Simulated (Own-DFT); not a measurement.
Simulation results for GaP (zincblende, atoms displaced)

Computed with Own-DFT development build. A calculation, not a measurement: plane-wave PBE density functional theory by an unreviewed code, no spin, of a simulated periodic cell, stress positive in tension, free energy of the whole cell less one offset for each atom, forces on such cells passed a denser k mesh, this cell's mesh not checked; offsets are fitted by least squares, one for each functional and potential file, so energies compare only between cells with the same atoms and settings and are not formation energies; the far tail of each file's local potential was reset to the Coulomb form; each entry is a single point on an unrelaxed cell, so the pressure reflects the starting lattice, mostly measured values (interpolated for alloys), from which strain is counted, and rises with the displacements; printed positions are rounded, which can move forces by about a meV/angstrom; the program, named Own-DFT, is a retired in-house code; no spin-orbit coupling.

Settings shared by all entries: functional PBE; potential files PseudoDojo norm-conserving, scalar-relativistic, standard set; wave cutoff 42 hartree; occupations Fermi-Dirac; smearing width 0.1 eV; hardware one NVIDIA H200; k mesh 2 x 3 x 3 centred on Gamma.

(1) GaP (zincblende, atoms displaced)

```
GaP
1.0
     16.3515     0.0000     0.0000
      0.0000    10.9010     0.0000
      0.0000     0.0000    10.9010
Ga P Ga P Ga P Ga P Ga P Ga P Ga P Ga P Ga P Ga P Ga P Ga P
4 4 4 4 4 4 4 4 4 4 4 4 4 4 4 4 4 4 4 4 4 4 4 4
Direct
  0.99866 0.99930 0.00692
  0.99425 0.23950 0.25547
  0.16128 0.99876 0.26083
  0.15471 0.24452 0.99357
  0.09039 0.11788 0.11779
  0.08163 0.37009 0.37866
  0.25262 0.12126 0.35819
  0.25208 0.38463 0.13066
  0.00632 0.00899 0.51030
  0.00278 0.24301 0.74582
  0.16145 0.98842 0.74982
  0.16417 0.25640 0.48532
  0.08095 0.11725 0.60872
  0.09420 0.36976 0.87094
  0.26459 0.12147 0.87822
  0.25904 0.37205 0.61914
  0.00716 0.49122 0.98375
  0.99764 0.74475 0.24849
  0.15972 0.50940 0.25485
  0.16810 0.73688 0.99889
  0.08628 0.62282 0.12662
  0.07597 0.87996 0.38749
  0.24409 0.61861 0.38635
  0.25496 0.86951 0.13231
  0.99500 0.49607 0.49502
  0.00224 0.75470 0.75053
  0.16062 0.48788 0.75129
  0.17219 0.74817 0.50998
  0.07759 0.62421 0.62250
  0.08167 0.86982 0.86585
  0.23607 0.62494 0.86643
  0.24793 0.87902 0.62568
  0.32973 0.00605 0.99185
  0.33760 0.26484 0.25667
  0.51023 0.98676 0.25178
  0.50424 0.25436 0.99372
  0.41443 0.12214 0.12725
  0.41757 0.37918 0.38052
  0.58787 0.13569 0.37484
  0.58665 0.37268 0.12078
  0.33364 0.00387 0.47387
  0.32496 0.26264 0.75502
  0.49536 0.98999 0.73184
  0.50419 0.23601 0.50893
  0.41052 0.11237 0.62479
  0.41707 0.37424 0.85785
  0.57964 0.12086 0.87874
  0.59041 0.36088 0.62845
  0.33071 0.49348 0.01508
  0.33666 0.75849 0.26756
  0.50705 0.48296 0.23755
  0.48950 0.72153 0.00666
  0.41293 0.63169 0.12348
  0.42235 0.87178 0.37792
  0.58245 0.62647 0.37691
  0.59290 0.85279 0.11896
  0.32928 0.48807 0.50297
  0.32129 0.74161 0.74798
  0.50986 0.49904 0.75812
  0.49588 0.75233 0.50727
  0.40705 0.62561 0.61558
  0.40793 0.86895 0.87497
  0.58521 0.62504 0.87956
  0.57771 0.86590 0.63416
  0.65959 0.99878 0.99342
  0.67144 0.22871 0.23144
  0.83443 0.01541 0.25613
  0.82660 0.24924 0.99690
  0.74708 0.12369 0.11412
  0.74592 0.36769 0.39105
  0.91620 0.13910 0.37577
  0.91485 0.36920 0.11840
  0.66530 0.00020 0.51432
  0.66226 0.23895 0.73743
  0.82683 0.01415 0.75189
  0.83056 0.25032 0.49745
  0.74767 0.12787 0.64552
  0.74421 0.37910 0.88109
  0.91545 0.11300 0.87481
  0.91289 0.36952 0.62526
  0.66720 0.49666 0.00302
  0.66368 0.75621 0.25164
  0.83497 0.48285 0.26370
  0.82501 0.74749 0.99229
  0.75943 0.62583 0.13346
  0.74227 0.87200 0.37360
  0.91635 0.62157 0.37432
  0.91525 0.88295 0.12802
  0.66987 0.48263 0.50649
  0.66679 0.75511 0.75053
  0.83703 0.50400 0.74938
  0.84165 0.75949 0.51019
  0.76130 0.62396 0.63243
  0.74467 0.87338 0.86916
  0.91824 0.62740 0.85948
  0.92510 0.86855 0.62718
```

* free energy of cell above offsets: -39.901 eV
* pressure: 4.85 GPa
* stress xx: -4.85 GPa
* stress yy: -4.76 GPa
* stress zz: -4.94 GPa
* stress yz: 0.81 GPa
* stress xz: -0.23 GPa
* stress xy: 0.05 GPa
* wall time: 954.6 s

Force:
```csv
element,x (eV/Å),y (eV/Å),z (eV/Å)
Ga,0.443,-0.476,-0.801
Ga,1.93,1.645,-2.375
Ga,0.397,-1.172,-0.96
Ga,3.51,-0.481,0.868
P,-1.611,-0.061,1.448
P,-1.071,1.075,-1.624
P,-0.729,1.642,0.563
P,-2.16,-1.65,0.781
Ga,-4.009,-2.665,-2.533
Ga,-0.438,-0.113,-0.001
Ga,0.969,1.503,-0.373
Ga,1.802,-1.672,1.315
P,3.609,3.553,3.613
P,-2.82,-1.009,-0.338
P,-4.644,2.099,-2.121
P,-3.66,-0.853,0.71
Ga,-1.129,0.969,1.021
Ga,0.089,0.721,0.062
Ga,0.963,-1.165,0.361
Ga,-0.231,1.868,0.824
P,-1.565,0.177,-0.884
P,0.915,-1.29,-1.109
P,1.006,0.463,-0.753
P,-1.136,0.5,-0.59
Ga,0.274,0.079,0.769
Ga,0.041,-1.291,-0.48
Ga,1.427,1.894,-2.496
Ga,-1.325,0.236,-0.129
P,0.588,-0.769,0.114
P,0.219,0.449,2.644
P,1.717,-1.687,0.29
P,0.868,0.342,-0.78
Ga,2.171,-2.589,2.97
Ga,-0.132,-1.082,-1.024
Ga,-0.171,0.744,-0.765
Ga,-1.537,-0.441,0.358
P,1.041,0.393,0.026
P,1.32,-0.423,0.2
P,0.011,-1.819,-0.06
P,0.77,-1.227,-0.285
Ga,0.038,-0.528,1.88
Ga,1.316,-1.779,-0.307
Ga,-0.866,0.411,2.633
Ga,-1.261,0.731,-0.165
P,-0.247,1.357,-0.644
P,0.411,0.696,2.166
P,-0.391,-0.097,-1.771
P,-2.156,1.76,-0.685
Ga,0.913,1.345,-2.515
Ga,-0.966,-1.463,-0.851
Ga,-1.502,2.101,1.681
Ga,2.507,3.469,-2.948
P,-1.929,-2.955,3.337
P,0.399,0.828,-0.051
P,0.085,-0.942,0.21
P,-2.59,1.825,-1.373
Ga,1.307,1.974,-1.418
Ga,0.924,0.571,0.009
Ga,-0.926,0.039,-1.464
Ga,0.245,-1.234,-0.297
P,1.043,-0.438,1.296
P,0.952,-0.528,-0.206
P,0.279,0.152,0.053
P,1.287,0.097,-1.313
Ga,0.551,-0.863,0.437
Ga,-1.378,2.522,2.129
Ga,-0.751,-1.204,-0.294
Ga,0.844,0.237,-0.617
P,1.458,-1.97,-0.649
P,0.324,-0.802,-3.077
P,-0.793,-2.306,1.77
P,0.654,0.001,0.314
Ga,-0.065,-0.174,-0.719
Ga,-0.294,0.736,3.964
Ga,1.554,-2.902,0.666
Ga,0.09,-0.452,1.456
P,0.913,-0.543,-3.879
P,0.824,-0.762,-1.781
P,0.468,1.605,0.481
P,0.603,0.096,0.249
Ga,0.495,1.43,0.658
Ga,1.297,-2.373,0.835
Ga,-0.118,0.651,-0.691
Ga,1.311,0.174,0.295
P,-1.302,-0.778,0.242
P,1.903,1.389,1.431
P,-0.39,0.252,0.058
P,-0.615,-0.982,0.026
Ga,-0.701,2.763,0.563
Ga,0.062,-1.554,-0.332
Ga,-0.343,-1.613,0.674
Ga,-1.249,-0.924,-1.452
P,-2.169,0.716,-1.206
P,0.774,1.122,0.56
P,0.484,0.015,2.089
P,-1.023,2.68,0.088
```

(2) GaP (zincblende, atoms displaced)

```
GaP
1.0
     16.3515     0.0000     0.0000
      0.0000    10.9010     0.0000
      0.0000     0.0000    10.9010
Ga P Ga P Ga P Ga P Ga P Ga P Ga P Ga P Ga P Ga P Ga P Ga P
4 4 4 4 4 4 4 4 4 4 4 4 4 4 4 4 4 4 4 4 4 4 4 4
Direct
  0.99199 0.01626 0.99983
  0.99275 0.26249 0.24660
  0.16766 0.98474 0.24728
  0.17014 0.27336 0.99569
  0.08060 0.13986 0.13289
  0.08703 0.35896 0.37596
  0.24771 0.13323 0.36298
  0.23581 0.37961 0.12481
  0.99551 0.00531 0.49178
  0.99530 0.26849 0.74715
  0.16339 0.00866 0.75545
  0.16654 0.26135 0.49505
  0.07330 0.09912 0.61300
  0.09048 0.37542 0.87428
  0.25094 0.11144 0.88451
  0.26091 0.37898 0.61530
  0.99379 0.51744 0.00278
  0.00061 0.74767 0.24382
  0.16219 0.49240 0.25044
  0.18401 0.75545 0.00246
  0.07716 0.62623 0.12680
  0.08479 0.87873 0.37144
  0.24122 0.61961 0.36370
  0.25242 0.87186 0.12939
  0.99215 0.50342 0.49830
  0.99409 0.74801 0.75027
  0.16247 0.51673 0.74123
  0.17485 0.74179 0.50251
  0.08742 0.63299 0.61976
  0.08446 0.87519 0.91095
  0.24581 0.61373 0.88685
  0.24940 0.87713 0.63800
  0.34211 0.99541 0.01888
  0.32990 0.25156 0.24728
  0.49586 0.97783 0.26089
  0.50417 0.25527 0.00960
  0.41002 0.13335 0.12059
  0.41380 0.37938 0.37590
  0.59617 0.13409 0.38460
  0.58706 0.37297 0.13394
  0.33220 0.00650 0.50051
  0.34109 0.23409 0.74834
  0.48898 0.00394 0.75408
  0.50171 0.24911 0.51284
  0.42432 0.14721 0.62052
  0.41643 0.38024 0.86643
  0.58999 0.12729 0.87233
  0.58599 0.38975 0.61752
  0.34037 0.48729 0.00864
  0.33302 0.76475 0.24845
  0.50220 0.49512 0.25486
  0.50575 0.74627 0.00451
  0.41282 0.62963 0.13955
  0.41388 0.88517 0.36232
  0.58463 0.62756 0.37419
  0.58381 0.87504 0.12336
  0.34659 0.51087 0.49087
  0.33399 0.74743 0.75910
  0.49298 0.49336 0.74656
  0.50324 0.74829 0.48942
  0.41476 0.63091 0.61151
  0.41705 0.86803 0.87031
  0.58670 0.61861 0.87231
  0.58236 0.88241 0.61272
  0.66365 0.00729 0.00503
  0.65792 0.24700 0.24645
  0.83838 0.99444 0.25481
  0.83601 0.24583 0.98881
  0.75172 0.12508 0.12017
  0.75517 0.37203 0.38378
  0.91004 0.14034 0.37145
  0.91541 0.37919 0.11328
  0.66854 0.99833 0.49484
  0.67794 0.24723 0.75277
  0.84124 0.00156 0.74643
  0.83214 0.25595 0.49581
  0.75068 0.12942 0.61230
  0.76095 0.37863 0.86772
  0.92627 0.12115 0.87875
  0.90806 0.37756 0.62425
  0.67447 0.51444 0.99611
  0.66456 0.75591 0.25658
  0.82923 0.50922 0.25100
  0.83323 0.75532 0.98638
  0.76224 0.60530 0.12525
  0.75320 0.86437 0.37564
  0.91099 0.62627 0.37772
  0.92171 0.87849 0.12551
  0.66220 0.47372 0.51044
  0.66522 0.73524 0.76223
  0.83222 0.50584 0.75355
  0.83720 0.74414 0.51041
  0.73864 0.63574 0.63371
  0.74428 0.88390 0.88199
  0.92644 0.61185 0.86539
  0.90890 0.86957 0.61989
```

- free energy of cell above offsets: -37.324 eV
- pressure: 5.11 GPa
- stress xx: -5.1 GPa
- stress yy: -4.61 GPa
- stress zz: -5.61 GPa
- stress yz: 0.55 GPa
- stress xz: -0.06 GPa
- stress xy: -0.69 GPa
- wall time: 984 s

Force:
```csv
element,x (eV/Å),y (eV/Å),z (eV/Å)
Ga,3.237,-1.978,3.206
Ga,0.545,-0.421,-0.033
Ga,-0.578,2.327,-0.138
Ga,-0.661,-3.774,-0.452
P,0.6,-0.907,-0.977
P,-2.626,2.701,-0.84
P,-0.271,-1.379,1.209
P,3.806,0.404,0.788
Ga,-1.647,-1.581,-1.845
Ga,1.191,-1.487,0.108
Ga,-0.91,-1.145,0.366
Ga,1.413,-2.133,1.887
P,2.31,3.835,2.499
P,-1.994,1.785,-1.532
P,0.613,1.496,-0.085
P,-0.858,0.079,0.911
Ga,1.838,-2.218,0.815
Ga,-0.208,0.695,1.225
Ga,-1.648,0.794,0.253
Ga,-2.227,-0.951,-0.083
P,1.942,-0.238,-0.19
P,-0.654,-1.343,0.866
P,2.193,0.753,0.599
P,0.43,1.24,-0.339
Ga,1.431,-0.702,0.093
Ga,1.775,1.172,-0.063
Ga,1.184,-1.984,0.607
Ga,-0.277,1.482,-0.514
P,-2.15,0.118,-0.21
P,-0.401,0.245,-2.579
P,1.556,0.13,-0.958
P,0.432,-0.028,-0.836
Ga,-1.159,-0.883,-2.016
Ga,-0.21,0.954,-0.185
Ga,3.571,4.183,-2.9
Ga,-0.152,-0.289,-1.211
P,2.164,0.299,1.192
P,1.254,-1.606,-0.783
P,-2.858,-1.128,-0.167
P,-0.46,1.836,-1.633
Ga,-0.327,0.474,-0.003
Ga,-2.348,1.456,1.233
Ga,1.781,0.279,-0.985
Ga,2.521,2.435,-3.125
P,-1.856,-4.32,1.165
P,-0.158,-1.703,1.497
P,-1.486,0.229,0.067
P,-4.405,-4.446,5.151
Ga,-1.046,0.987,0.325
Ga,-0.518,-2.005,0.902
Ga,-0.195,0.621,-0.002
Ga,-0.802,-0.494,-0.345
P,1.045,-0.707,-1.281
P,-2.388,-2.448,4.268
P,0.551,-1.375,0.004
P,0.048,0.253,0.469
Ga,-2.887,-0.491,-0.481
Ga,-1.048,-0.892,-0.669
Ga,1.15,1.604,-1.09
Ga,-0.409,1.047,0.422
P,1.083,1.051,2.042
P,0.503,0.418,1.809
P,-2.079,-0.626,0.931
P,-0.609,-0.695,1.621
Ga,0.254,-0.074,0.143
Ga,2.783,-0.187,0.227
Ga,-0.769,0.286,-0.422
Ga,-0.019,-0.09,0.693
P,0.071,0.247,0.898
P,-1.828,1.219,-2.031
P,0.85,-1.246,-0.133
P,-0.54,0.269,0.829
Ga,0.845,-0.562,0.204
Ga,-0.605,0.556,-0.619
Ga,-1.34,0.533,0.43
Ga,0.431,-0.856,1.059
P,0.6,-0.817,1.182
P,-1.718,-0.634,1.147
P,-2.537,2.348,-3.285
P,0.618,0.625,-0.105
Ga,-0.157,-2.043,0.208
Ga,0.636,-0.933,-0.991
Ga,2.125,-3.111,2.311
Ga,0.723,-0.529,0.949
P,-2.695,4.441,-2.256
P,0.338,0.908,0.376
P,0.833,0.31,-0.654
P,-0.973,-0.281,-0.484
Ga,4.689,4.964,-4.379
Ga,-0.266,3.511,-0.282
Ga,-0.117,0.854,-1.47
Ga,-2.198,-0.828,-0.732
P,2.126,-2.292,-1.76
P,0.47,-0.6,-1.213
P,-2.396,1.911,-0.554
P,2.103,1.094,0.738
```

(3) GaP (zincblende, atoms displaced)

```
GaP
1.0
     16.3515     0.0000     0.0000
      0.0000    10.9010     0.0000
      0.0000     0.0000    10.9010
Ga P Ga P Ga P Ga P Ga P Ga P Ga P Ga P Ga P Ga P Ga P Ga P
4 4 4 4 4 4 4 4 4 4 4 4 4 4 4 4 4 4 4 4 4 4 4 4
Direct
  0.00062 0.00339 0.99547
  0.01226 0.25375 0.24522
  0.16288 0.01204 0.23865
  0.15627 0.24190 0.99463
  0.07042 0.13294 0.11289
  0.07891 0.37431 0.36778
  0.25672 0.12893 0.37605
  0.25015 0.36043 0.11970
  0.99698 0.98927 0.48510
  0.99788 0.25200 0.74746
  0.16955 0.99553 0.73665
  0.16415 0.25931 0.49161
  0.08140 0.12293 0.62487
  0.07925 0.37427 0.86668
  0.25549 0.11936 0.87193
  0.23712 0.37078 0.62576
  0.01092 0.48751 0.98707
  0.99644 0.77146 0.24148
  0.17270 0.50920 0.24669
  0.16585 0.74558 0.00179
  0.08129 0.62813 0.11581
  0.08973 0.89518 0.36714
  0.24256 0.62857 0.38949
  0.24615 0.84087 0.12810
  0.00407 0.50350 0.51068
  0.99433 0.76007 0.76156
  0.16665 0.49475 0.75355
  0.16615 0.75909 0.50505
  0.08696 0.62588 0.60814
  0.08551 0.86594 0.86622
  0.25040 0.62896 0.87165
  0.26077 0.88416 0.61133
  0.33055 0.01871 0.00392
  0.32459 0.23131 0.23253
  0.50110 0.00382 0.25210
  0.49698 0.24691 0.00941
  0.41506 0.12448 0.11425
  0.42005 0.36575 0.37527
  0.58554 0.13363 0.35930
  0.57187 0.36780 0.11242
  0.33920 0.99943 0.50059
  0.33594 0.25181 0.74350
  0.49853 0.00036 0.75653
  0.49679 0.24201 0.50644
  0.40977 0.12606 0.62520
  0.42613 0.36574 0.87109
  0.58369 0.12181 0.88686
  0.59255 0.35834 0.62808
  0.33204 0.49023 0.00363
  0.32488 0.75004 0.25394
  0.51329 0.50893 0.23413
  0.49531 0.75571 0.98427
  0.41853 0.62839 0.13690
  0.41347 0.87626 0.37557
  0.57738 0.63141 0.37184
  0.58286 0.87557 0.11245
  0.32749 0.49991 0.51413
  0.34119 0.73877 0.74002
  0.49395 0.47926 0.74873
  0.49556 0.76170 0.49600
  0.42010 0.63239 0.63374
  0.41575 0.87081 0.89140
  0.58910 0.61523 0.87471
  0.57992 0.87597 0.60958
  0.66144 0.98982 0.99967
  0.66709 0.24509 0.24809
  0.82576 0.98652 0.25607
  0.83378 0.24408 0.99658
  0.73596 0.12576 0.13864
  0.73524 0.36099 0.36703
  0.91166 0.11915 0.37429
  0.91311 0.37157 0.12722
  0.67029 0.00053 0.49768
  0.67310 0.23410 0.73759
  0.83113 0.99528 0.75513
  0.83435 0.25215 0.50064
  0.74612 0.11829 0.62877
  0.75599 0.36754 0.88512
  0.92508 0.10541 0.88733
  0.91439 0.36921 0.63912
  0.67245 0.50779 0.99597
  0.67100 0.75643 0.26812
  0.83439 0.51087 0.25210
  0.83151 0.75063 0.99431
  0.74422 0.63069 0.12725
  0.75222 0.87502 0.36569
  0.91913 0.63278 0.37716
  0.91989 0.89223 0.12526
  0.67119 0.49787 0.51185
  0.67464 0.74583 0.74995
  0.82579 0.50211 0.73796
  0.83041 0.77346 0.49729
  0.75198 0.63854 0.62797
  0.74874 0.88452 0.87659
  0.91208 0.61793 0.88291
  0.91305 0.85838 0.62286
```

- free energy of cell above offsets: -37.996 eV
- pressure: 4.99 GPa
- stress xx: -5.05 GPa
- stress yy: -4.79 GPa
- stress zz: -5.11 GPa
- stress yz: -0.33 GPa
- stress xz: -0.55 GPa
- stress xy: 0.07 GPa
- wall time: 968.6 s

Force:
```csv
element,x (eV/Å),y (eV/Å),z (eV/Å)
Ga,2.306,-3.129,1.118
Ga,-3.397,-0.008,0.343
Ga,1.313,0.076,-0.406
Ga,1.539,0.544,-0.743
P,2.147,-1.248,0.429
P,1.233,1.612,0.916
P,-1.556,-0.764,0.067
P,-1.451,1.166,-0.306
Ga,-0.508,0.877,1.587
Ga,0.318,-1.895,0.783
Ga,0.167,0.151,0.584
Ga,-0.432,-1.428,-0.245
P,-0.151,0.106,-0.897
P,1.569,-1.364,-0.874
P,-1.975,0.997,-0.885
P,1.954,0.075,0.542
Ga,-2.699,1.691,2.468
Ga,1.173,-1.495,1.036
Ga,-0.72,-0.613,-0.23
Ga,-0.634,-0.654,-1.644
P,-0.401,-0.639,0.918
P,-0.521,-2.112,0.282
P,1.226,-0.438,-0.785
P,-0.368,4.891,-0.701
Ga,-1.55,-1.061,-1.38
Ga,-0.425,-2.4,-0.82
Ga,-0.186,1.427,-0.28
Ga,0.072,1.085,-0.788
P,-0.006,0.689,3.117
P,0.895,1.617,1.097
P,0.227,-0.957,-0.028
P,-1.525,-1.97,1.88
Ga,-0.311,-3.337,0.004
Ga,1.726,1.168,1.248
Ga,-0.056,-0.637,-0.903
Ga,-0.126,-1.001,-2.119
P,0.602,-0.419,2.139
P,-0.765,1.102,-0.447
P,-1.22,-1.5,2.636
P,3.493,1.606,1.375
Ga,0.122,1.134,-1.383
Ga,-1.001,0.633,0.646
Ga,-0.038,-0.218,-0.028
Ga,0.812,0.413,-0.883
P,1.544,-0.753,0.453
P,-2.753,-0.595,1.306
P,-0.08,0.52,-1.435
P,-1.653,1.201,-0.39
Ga,0.848,0.853,-0.417
Ga,1.788,-1.545,1.714
Ga,-1.477,-0.865,1.095
Ga,2.459,-2.762,2.485
P,-0.748,-0.021,-1.422
P,-0.044,0.34,-1.266
P,1.313,-0.224,1.306
P,-0.938,-1.371,2.309
Ga,0.836,-0.37,-0.845
Ga,-2.137,2.626,2.44
Ga,2.601,1.909,-1.254
Ga,0.017,-1.407,-0.19
P,1.703,-2.625,-2.238
P,-2.471,2.253,-3.09
P,-1.432,0.959,-1.219
P,1.047,0.434,1.842
Ga,0.81,1.58,0.251
Ga,-2.54,1.698,-1.215
Ga,1.777,3.256,-2.171
Ga,0.594,-1.129,1.577
P,3.039,-2.356,-2.899
P,3.097,2.898,2.128
P,0.451,0.513,-0.391
P,0.994,0.256,-0.191
Ga,-1.08,0.183,-0.945
Ga,-1.439,1.471,3.595
Ga,1.17,0.361,-0.734
Ga,-0.627,-0.376,-0.373
P,2.752,-1.099,-1.543
P,-1.227,0.749,-2.091
P,-3.44,3.527,-3.622
P,-0.396,1.207,-1.904
Ga,-0.415,-1.646,0.609
Ga,-2.333,-1.391,-2.379
Ga,-0.45,-0.815,-0.131
Ga,0.101,0.381,0.958
P,0.909,0.328,0.56
P,-1.207,0.173,2.846
P,-0.184,0.235,0.199
P,-1.667,-0.852,-0.866
Ga,-0.854,0.253,-1.025
Ga,-2.187,1.174,0.947
Ga,0.728,-0.347,1.86
Ga,-0.115,-2.899,-0.773
P,0.526,-1.045,-2.043
P,-0.032,-1.361,0.033
P,0.7,-0.036,-1.014
P,1.25,2.779,1.127
```
